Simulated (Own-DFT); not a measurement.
# Computed records: Si24O47 (quartz with one vacancy, atoms displaced)

Computed with Own-DFT development build. A calculation, not a measurement: plane-wave PBE density functional theory by an unreviewed code, no spin, of a simulated periodic cell, stress positive in tension, free energy of the whole cell less one offset for each atom, some atoms lie very close together, defect cell not probed for a lower state with spin; oxygen file: force components 24 meV/angstrom off all-electron in one glass; forces on such cells passed a denser k mesh, this cell's mesh not checked; offsets are fitted by least squares, one for each functional and potential file, so energies compare only between cells with the same atoms and settings and are not formation energies; the far tail of each file's local potential was reset to the Coulomb form; each entry is a single point on an unrelaxed cell, so the pressure reflects the starting lattice, mostly measured values (interpolated for alloys), from which strain is counted, and rises with the displacements; printed positions are rounded, which can move forces by about a meV/angstrom; the program, named Own-DFT, is a retired in-house code; no spin-orbit coupling; before rounding, a Quantum ESPRESSO 7.3.1 run of the same cell and cutoff gave forces within 1 meV/angstrom rms on each cell, which checks the program and not the settings.

Common to all runs: functional PBE; potential files PseudoDojo norm-conserving, scalar-relativistic, standard set; wave cutoff 72 hartree; occupations Fermi-Dirac; smearing width 0.1 eV; k mesh 3 x 3 x 2 centred on Gamma.

```json
{"entry": 1, "formula": "Si24O47", "kind": "quartz with one vacancy, atoms displaced", "structure": {"cell_angstrom": [[9.8268, 0.0, 0.0], [-4.9134, 8.5103, 0.0], [0.0, 0.0, 10.8104]], "atoms_fractional": [["Si", 0.23619, 0.99331, 0.00202], ["Si", 0.99828, 0.23456, 0.33398], ["Si", 0.27122, 0.28473, 0.15899], ["O", 0.20611, 0.13277, 0.05697], ["O", 0.45271, 0.30295, 0.21889], ["O", 0.37055, 0.07141, 0.38562], ["O", 0.08064, 0.36808, 0.43899], ["O", 0.12693, 0.20194, 0.26946], ["O", 0.29013, 0.4285, 0.09977], ["Si", 0.22799, 0.00192, 0.49747], ["Si", 0.97845, 0.21975, 0.8276], ["Si", 0.26044, 0.27326, 0.66955], ["O", 0.19257, 0.12528, 0.55057], ["O", 0.43072, 0.30666, 0.70821], ["O", 0.36135, 0.05533, 0.89677], ["O", 0.07906, 0.38191, 0.93685], ["O", 0.15264, 0.21212, 0.78609], ["O", 0.27617, 0.41346, 0.60792], ["Si", 0.24665, 0.51632, 0.99609], ["Si", 0.00346, 0.73593, 0.33231], ["Si", 0.26702, 0.77451, 0.16402], ["O", 0.21947, 0.64346, 0.06351], ["O", 0.41462, 0.79736, 0.2334], ["O", 0.37901, 0.5815, 0.38726], ["O", 0.06571, 0.86619, 0.42851], ["O", 0.13621, 0.71403, 0.25533], ["O", 0.29537, 0.92353, 0.11013], ["Si", 0.24214, 0.51162, 0.49374], ["Si", 0.00325, 0.7317, 0.84451], ["Si", 0.26847, 0.75821, 0.67652], ["O", 0.20629, 0.6288, 0.56553], ["O", 0.42665, 0.79519, 0.73725], ["O", 0.36043, 0.58605, 0.88888], ["O", 0.06845, 0.86534, 0.94194], ["O", 0.14078, 0.69941, 0.76575], ["O", 0.30584, 0.93817, 0.61121], ["Si", 0.74324, 0.00253, 0.98228], ["Si", 0.49988, 0.2332, 0.33376], ["Si", 0.77654, 0.27544, 0.18178], ["O", 0.74362, 0.16186, 0.05068], ["O", 0.91311, 0.27923, 0.22447], ["O", 0.85727, 0.06942, 0.38322], ["O", 0.56523, 0.35748, 0.44858], ["O", 0.62574, 0.2042, 0.28188], ["O", 0.78291, 0.42411, 0.09522], ["Si", 0.75354, 0.02518, 0.50168], ["Si", 0.51681, 0.24007, 0.82624], ["Si", 0.76517, 0.27514, 0.66778], ["O", 0.72789, 0.14601, 0.55446], ["O", 0.9344, 0.29884, 0.72331], ["O", 0.87484, 0.06883, 0.89025], ["O", 0.57986, 0.37688, 0.93639], ["O", 0.63008, 0.21906, 0.77318], ["O", 0.79468, 0.42572, 0.61152], ["Si", 0.73758, 0.51653, 0.99564], ["Si", 0.49244, 0.7105, 0.34291], ["Si", 0.75757, 0.76432, 0.16797], ["O", 0.7112, 0.63314, 0.07231], ["O", 0.91947, 0.78884, 0.24576], ["O", 0.86618, 0.57906, 0.37433], ["O", 0.56572, 0.85318, 0.44365], ["O", 0.64955, 0.7171, 0.26217], ["O", 0.7859, 0.93495, 0.11786], ["Si", 0.73136, 0.48867, 0.49523], ["Si", 0.49113, 0.72707, 0.84941], ["Si", 0.78175, 0.78309, 0.67216], ["O", 0.9315, 0.80367, 0.7223], ["O", 0.87392, 0.56819, 0.89732], ["O", 0.57204, 0.87325, 0.94382], ["O", 0.64136, 0.71614, 0.77173], ["O", 0.79508, 0.92246, 0.59626]]}, "results": {"free_energy_of_cell_above_offsets [eV]": "1.159", "pressure [GPa]": 15.86, "stress_xx [GPa]": -16.87, "stress_yy [GPa]": -18.33, "stress_zz [GPa]": -12.36, "stress_yz [GPa]": 7.5, "stress_xz [GPa]": 5.7, "stress_xy [GPa]": -3.32, "force_element": ["Si", "Si", "Si", "O", "O", "O", "O", "O", "O", "Si", "Si", "Si", "O", "O", "O", "O", "O", "O", "Si", "Si", "Si", "O", "O", "O", "O", "O", "O", "Si", "Si", "Si", "O", "O", "O", "O", "O", "O", "Si", "Si", "Si", "O", "O", "O", "O", "O", "O", "Si", "Si", "Si", "O", "O", "O", "O", "O", "O", "Si", "Si", "Si", "O", "O", "O", "O", "O", "O", "Si", "Si", "Si", "O", "O", "O", "O", "O"], "force_x [eV/angstrom]": [-1.465, 1.031, 4.599, 0.263, -4.875, -2.387, -0.667, 1.497, -0.584, 3.832, 8.109, 3.824, -2.227, 3.61, 2.662, -0.279, -4.533, -3.117, -5.472, 3.332, 4.483, 0.048, 5.196, -10.3, 1.93, -5.128, -2.539, 0.688, 1.077, 2.081, -0.053, 2.4, -1.223, 0.05, -8.359, -0.63, -3.63, -3.149, -13.42, 0.016, 11.59, 1.239, -0.423, 6.728, 1.574, 1.581, -20.27, 3.254, -5.178, -2.813, 1.715, -1.331, 16.39, -0.938, 1.568, 10.13, 10.42, -1.341, -4.762, -1.426, 1.603, -13.04, 0.292, -0.332, 6.604, -3.763, 7.294, 0.472, -0.491, -2.358, -0.682], "force_y [eV/angstrom]": [2.185, -0.323, -8.824, 1.021, 0.76, -2.312, 0.35, 1.525, 4.814, -2.671, 8.917, -6.752, 3.774, -1.101, 3.818, -2.032, -1.122, 7.159, -4.152, -0.481, -2.999, -1.42, -1.141, -24.7, 3.629, -2.65, 6.433, -3.133, 0.409, 5.81, 0.666, 0.23, -8.474, 0.591, -2.411, -1.806, 0.735, 0.825, -0.905, -2.065, 1.852, 1.018, -0.717, 0.202, -1.001, -11.43, 1.499, -3.98, 5.956, -0.219, -3.629, -1.302, -2.908, 3.818, -4.451, 28.75, 8.279, -0.176, 2.331, -6.768, 1.972, -5.961, -0.16, 6.033, 11.53, -5.077, -0.049, 0.631, -1.013, -0.419, 3.203], "force_z [eV/angstrom]": [1.639, -1.196, 3.604, 0.861, -1.869, 2.105, -0.527, -1.22, -1.394, -1.002, 1.126, -0.404, 2.82, 2.929, -3.394, -1.44, 1.757, -4.656, 2.053, -2.522, 1.28, -2.491, 2.669, 10.79, 4.554, 5.24, -3.478, 2.033, -5.746, -7.15, -0.771, 0.842, 1.261, 1.344, 7.438, -0.551, 11.09, 0.785, -8.713, -1.109, 5.582, -0.749, -0.321, -2.668, 2.963, -3.573, 8.201, 0.677, 4.397, -1.631, -1.863, -1.967, -7.668, -2.24, 1.746, -13.32, -6.219, -2.932, -6.26, 4.03, 1.149, 13.29, -3.06, 0.488, -8.065, -3.19, 4.684, -1.539, -0.424, 2.519, -0.622]}}
{"entry": 2, "formula": "Si24O47", "kind": "quartz with one vacancy, atoms displaced", "structure": {"cell_angstrom": [[9.8268, 0.0, 0.0], [-4.9134, 8.5103, 0.0], [0.0, 0.0, 10.8104]], "atoms_fractional": [["Si", 0.23916, 0.00591, 0.99929], ["Si", 0.99915, 0.24193, 0.34061], ["Si", 0.27415, 0.26949, 0.17628], ["O", 0.19705, 0.13166, 0.06165], ["O", 0.44219, 0.30268, 0.22686], ["O", 0.3729, 0.0827, 0.38892], ["O", 0.06749, 0.35508, 0.43384], ["O", 0.1282, 0.20777, 0.27137], ["O", 0.28986, 0.42933, 0.10914], ["Si", 0.23712, 0.9969, 0.49676], ["Si", 0.99513, 0.22936, 0.82833], ["Si", 0.2709, 0.26839, 0.66341], ["O", 0.21236, 0.14314, 0.55846], ["O", 0.42832, 0.29191, 0.71657], ["O", 0.37522, 0.07926, 0.89164], ["O", 0.08071, 0.37249, 0.93837], ["O", 0.1419, 0.20919, 0.77227], ["O", 0.29145, 0.42411, 0.6078], ["Si", 0.24542, 0.50559, 0.99916], ["Si", 0.99993, 0.7401, 0.32398], ["Si", 0.2626, 0.77337, 0.1694], ["O", 0.19905, 0.62965, 0.06676], ["O", 0.4258, 0.78472, 0.22548], ["O", 0.36277, 0.56419, 0.39006], ["O", 0.07605, 0.86205, 0.44159], ["O", 0.13735, 0.70262, 0.27258], ["O", 0.30357, 0.92892, 0.10304], ["Si", 0.2366, 0.50617, 0.49868], ["Si", 0.9947, 0.73167, 0.83061], ["Si", 0.27805, 0.7719, 0.66602], ["O", 0.20211, 0.62743, 0.56464], ["O", 0.42776, 0.79057, 0.72939], ["O", 0.37062, 0.58234, 0.89393], ["O", 0.0782, 0.86619, 0.94759], ["O", 0.29426, 0.92439, 0.61197], ["Si", 0.72681, 0.00217, 0.0084], ["Si", 0.50714, 0.23506, 0.32841], ["Si", 0.76136, 0.26292, 0.17287], ["O", 0.70785, 0.13058, 0.05408], ["O", 0.91343, 0.29181, 0.23042], ["O", 0.86668, 0.07916, 0.39056], ["O", 0.58022, 0.36114, 0.43972], ["O", 0.63547, 0.20834, 0.27382], ["O", 0.78596, 0.42359, 0.10972], ["Si", 0.73312, 0.99186, 0.49807], ["Si", 0.50073, 0.23285, 0.82959], ["Si", 0.76816, 0.26898, 0.66624], ["O", 0.69996, 0.12305, 0.56034], ["O", 0.92367, 0.28666, 0.71893], ["O", 0.8584, 0.06565, 0.90266], ["O", 0.55896, 0.36103, 0.94054], ["O", 0.64307, 0.2009, 0.77472], ["O", 0.79399, 0.42627, 0.61025], ["Si", 0.73902, 0.49775, 0.0031], ["Si", 0.49914, 0.73375, 0.32807], ["Si", 0.77148, 0.77123, 0.17027], ["O", 0.70224, 0.6288, 0.06207], ["O", 0.92875, 0.78689, 0.22432], ["O", 0.87931, 0.57135, 0.39207], ["O", 0.57168, 0.86659, 0.42854], ["O", 0.63372, 0.70664, 0.27168], ["O", 0.80113, 0.93288, 0.10919], ["Si", 0.73903, 0.50958, 0.49921], ["Si", 0.49581, 0.73129, 0.82749], ["Si", 0.77159, 0.76256, 0.66948], ["O", 0.70601, 0.63313, 0.55891], ["O", 0.92192, 0.78674, 0.72613], ["O", 0.87047, 0.58012, 0.89419], ["O", 0.56357, 0.86294, 0.95263], ["O", 0.62655, 0.69908, 0.76861], ["O", 0.79544, 0.92704, 0.60982]]}, "results": {"free_energy_of_cell_above_offsets [eV]": "-18.128", "pressure [GPa]": 8.98, "stress_xx [GPa]": -9.72, "stress_yy [GPa]": -8.53, "stress_zz [GPa]": -8.68, "stress_yz [GPa]": 2.04, "stress_xz [GPa]": -2.31, "stress_xy [GPa]": 0.93, "force_element": ["Si", "Si", "Si", "O", "O", "O", "O", "O", "O", "Si", "Si", "Si", "O", "O", "O", "O", "O", "O", "Si", "Si", "Si", "O", "O", "O", "O", "O", "O", "Si", "Si", "Si", "O", "O", "O", "O", "O", "Si", "Si", "Si", "O", "O", "O", "O", "O", "O", "Si", "Si", "Si", "O", "O", "O", "O", "O", "O", "Si", "Si", "Si", "O", "O", "O", "O", "O", "O", "Si", "Si", "Si", "O", "O", "O", "O", "O", "O"], "force_x [eV/angstrom]": [0.249, -0.485, -2.329, 1.333, -1.568, -1.326, 1.919, 0.553, 2.1, -0.047, 1.347, -1.305, 1.217, 3.263, -1.409, -0.571, -1.811, -1.478, -3.554, 5.315, 4.202, 0.669, -2.584, 0.582, -0.628, -3.026, -0.904, 0.753, 5.984, -4.408, -0.766, -0.448, 0.203, -1.022, -1.11, 4.381, -1.296, -0.307, -5.277, 4.367, -0.644, 0.134, 0.654, 1.283, -0.408, 1.461, -0.638, -0.209, 2.565, 1.795, 2.086, -2.843, -1.252, -3.693, 0.487, -1.98, 0.432, -2.584, -1.25, 0.34, 1.027, 0.135, 2.824, 3.713, -5.627, -1.106, 2.279, -1.165, 0.041, 0.93, 0.436], "force_y [eV/angstrom]": [0.54, -7.345, -0.018, 0.765, 0.423, -3.137, 10.97, 0.066, -1.166, 2.89, 0.044, -0.531, -3.991, 0.176, -2.906, -1.54, -0.601, 2.828, -0.263, -3.236, -2.876, 0.137, 1.22, 1.216, -0.238, 0.156, 2.56, -3.942, 3.111, -3.497, 1.503, 1.899, -1.921, -1.521, 3.293, -6.317, 1.76, -0.414, 7.463, 0.652, -2.683, 1.405, -2.036, -0.827, 1.691, 2.202, -3.085, 0.894, 0.458, 2.286, 2.026, 0.129, 2.483, 0.04, -2.456, -1.258, 1.013, 2.15, 0.453, 1.12, -0.357, -0.348, -3.765, 2.52, 0.215, 1.526, 1.431, -3.284, -1.539, 0.158, -0.774], "force_z [eV/angstrom]": [0.087, -10.53, -2.805, 1.049, -1.446, 1.384, 10.26, 0.42, 1.623, 1.399, 2.77, 1.149, -3.031, 1.721, 1.255, -1.662, 1.103, -1.709, 1.435, 5.729, -2.294, -0.708, -2.185, -0.601, -0.83, 2.511, -0.522, 0.027, 0.475, 1.883, 0.322, -2.375, -0.272, -1.73, -2.593, -3.083, 2.65, -5.179, 5.011, 1.928, 1.084, 0.593, 0.613, 1.172, 0.005, -1.596, -2.002, 0.383, 0.921, -2.926, 0.631, 1.677, -1.509, -2.03, 0.8, -2.988, 0.672, -3.517, 0.447, 2.169, 0.45, 0.841, -1.398, 4.947, -1.776, 0.5, 0.392, 1.437, -2.215, -0.241, -0.162]}}
{"entry": 3, "formula": "Si24O47", "kind": "quartz with one vacancy, atoms displaced", "structure": {"cell_angstrom": [[9.8268, 0.0, 0.0], [-4.9134, 8.5103, 0.0], [0.0, 0.0, 10.8104]], "atoms_fractional": [["Si", 0.23503, 0.00627, 0.99142], ["Si", 0.99281, 0.23784, 0.33282], ["Si", 0.25993, 0.26342, 0.1647], ["O", 0.20347, 0.14419, 0.06427], ["O", 0.42123, 0.28719, 0.23566], ["O", 0.37051, 0.07719, 0.39387], ["O", 0.07293, 0.37305, 0.45056], ["O", 0.14866, 0.21401, 0.27966], ["O", 0.30081, 0.43127, 0.10701], ["Si", 0.22137, 0.00314, 0.50837], ["Si", 0.00413, 0.2249, 0.83873], ["Si", 0.26781, 0.26575, 0.66132], ["O", 0.206, 0.13983, 0.56511], ["O", 0.4337, 0.29066, 0.71769], ["O", 0.37053, 0.0856, 0.88818], ["O", 0.08097, 0.37531, 0.9344], ["O", 0.1288, 0.20258, 0.77906], ["O", 0.28661, 0.41702, 0.61184], ["Si", 0.23718, 0.5065, 0.99459], ["Si", 0.99701, 0.73091, 0.33664], ["Si", 0.25944, 0.76082, 0.16584], ["O", 0.21017, 0.63888, 0.06068], ["O", 0.43278, 0.79688, 0.2296], ["O", 0.38392, 0.58551, 0.38825], ["O", 0.06862, 0.86114, 0.44129], ["O", 0.13719, 0.71363, 0.26894], ["O", 0.28962, 0.92793, 0.11012], ["Si", 0.22656, 0.50037, 0.50206], ["Si", 0.99735, 0.72467, 0.83785], ["Si", 0.26933, 0.76262, 0.66694], ["O", 0.20721, 0.63589, 0.55811], ["O", 0.42932, 0.7969, 0.72597], ["O", 0.37249, 0.57779, 0.88909], ["O", 0.08065, 0.86398, 0.93376], ["O", 0.13148, 0.69673, 0.77227], ["O", 0.28436, 0.92489, 0.605], ["Si", 0.73967, 0.01186, 0.99425], ["Si", 0.50562, 0.23206, 0.33897], ["Si", 0.76222, 0.26981, 0.17773], ["O", 0.93282, 0.30577, 0.21985], ["O", 0.87406, 0.07424, 0.39308], ["O", 0.56861, 0.36147, 0.43915], ["O", 0.63408, 0.20684, 0.27471], ["O", 0.79795, 0.43962, 0.11627], ["Si", 0.74004, 0.00362, 0.50521], ["Si", 0.47575, 0.22164, 0.82681], ["Si", 0.76216, 0.263, 0.67556], ["O", 0.70301, 0.13873, 0.55689], ["O", 0.92969, 0.29196, 0.72198], ["O", 0.8689, 0.08145, 0.89596], ["O", 0.56953, 0.36262, 0.93954], ["O", 0.63715, 0.20483, 0.7777], ["O", 0.79206, 0.42735, 0.6124], ["Si", 0.74543, 0.50057, 0.99398], ["Si", 0.499, 0.72872, 0.33354], ["Si", 0.77092, 0.77266, 0.16678], ["O", 0.70841, 0.63187, 0.064], ["O", 0.93352, 0.79765, 0.23363], ["O", 0.8621, 0.56998, 0.38981], ["O", 0.57335, 0.86839, 0.44217], ["O", 0.63512, 0.70947, 0.27315], ["O", 0.78977, 0.92274, 0.11064], ["Si", 0.73593, 0.50603, 0.4991], ["Si", 0.50545, 0.73532, 0.83067], ["Si", 0.76166, 0.76189, 0.6588], ["O", 0.70527, 0.63462, 0.55487], ["O", 0.91945, 0.78767, 0.71721], ["O", 0.86826, 0.57342, 0.88321], ["O", 0.57524, 0.87456, 0.94369], ["O", 0.63845, 0.70882, 0.77925], ["O", 0.79797, 0.92926, 0.60881]]}, "results": {"free_energy_of_cell_above_offsets [eV]": "-14.969", "pressure [GPa]": 9.51, "stress_xx [GPa]": -5.71, "stress_yy [GPa]": -15.11, "stress_zz [GPa]": -7.7, "stress_yz [GPa]": 2.54, "stress_xz [GPa]": 3.42, "stress_xy [GPa]": -3.53, "force_element": ["Si", "Si", "Si", "O", "O", "O", "O", "O", "O", "Si", "Si", "Si", "O", "O", "O", "O", "O", "O", "Si", "Si", "Si", "O", "O", "O", "O", "O", "O", "Si", "Si", "Si", "O", "O", "O", "O", "O", "O", "Si", "Si", "Si", "O", "O", "O", "O", "O", "Si", "Si", "Si", "O", "O", "O", "O", "O", "O", "Si", "Si", "Si", "O", "O", "O", "O", "O", "O", "Si", "Si", "Si", "O", "O", "O", "O", "O", "O"], "force_x [eV/angstrom]": [0.21, 3.768, 3.164, 1.559, 0.018, -2.476, -2.687, -5.129, -1.434, 4.0, -4.084, -0.147, -1.283, -3.031, -4.496, -1.031, 6.456, -2.352, 2.241, 1.625, 3.756, 0.071, -2.49, -5.757, -0.156, -2.497, -1.081, 6.151, 1.403, -2.785, -0.458, 1.373, -0.606, -0.847, -0.044, 0.927, -2.64, -3.841, 2.003, 1.717, -0.821, 1.271, 0.072, 0.537, -2.522, 10.58, 1.465, 0.856, 1.627, 0.824, 0.746, -3.861, -0.95, -4.298, 2.558, 1.177, 1.192, -1.92, 0.366, 0.998, 1.808, -1.53, 0.945, -1.329, -0.431, -1.605, 3.34, -1.593, -0.551, 1.886, 0.07], "force_y [eV/angstrom]": [-0.143, 1.43, 5.234, -6.548, 0.171, -3.438, -4.138, -0.34, 1.158, -1.663, 6.578, 0.159, -2.876, 1.073, -12.28, -1.497, -0.525, 5.229, -0.241, 0.77, 4.015, -2.155, -0.055, -11.43, 1.356, -1.71, 1.518, 1.998, 5.418, 1.477, 0.645, 0.327, -1.051, 0.767, 0.273, -0.853, -0.394, 0.002, 0.154, -0.031, -0.643, 3.673, -1.548, -0.84, -0.113, 13.21, 1.117, -0.456, -0.757, -2.657, 0.14, -1.276, 1.041, -1.319, 9.885, -3.812, -0.372, 0.514, -0.953, 0.556, -0.118, 4.401, -4.474, 2.433, 0.577, 0.089, -0.298, -5.198, -1.589, -0.114, 0.521], "force_z [eV/angstrom]": [5.215, -0.385, 4.392, -6.736, -1.391, 3.184, -3.534, 2.725, -1.453, -4.532, -2.006, 6.362, -2.954, -2.927, 6.388, -0.488, -3.229, -2.685, 2.381, -1.421, 0.961, -2.579, -1.754, 7.303, 1.632, 3.189, -2.429, -0.255, -6.614, -0.262, 0.09, 0.265, 0.503, 0.534, 0.224, 1.793, 6.743, -2.176, -6.321, 1.897, 0.853, 3.035, 1.942, -0.537, -2.105, -2.485, -3.329, 0.177, 1.758, -0.66, -0.729, 2.752, -1.059, 2.455, -3.368, 1.884, -1.411, -1.901, 0.194, 0.497, -0.374, -3.06, 0.518, 1.843, 2.806, -0.715, 2.624, 2.284, -1.868, -1.981, 0.311]}}
```
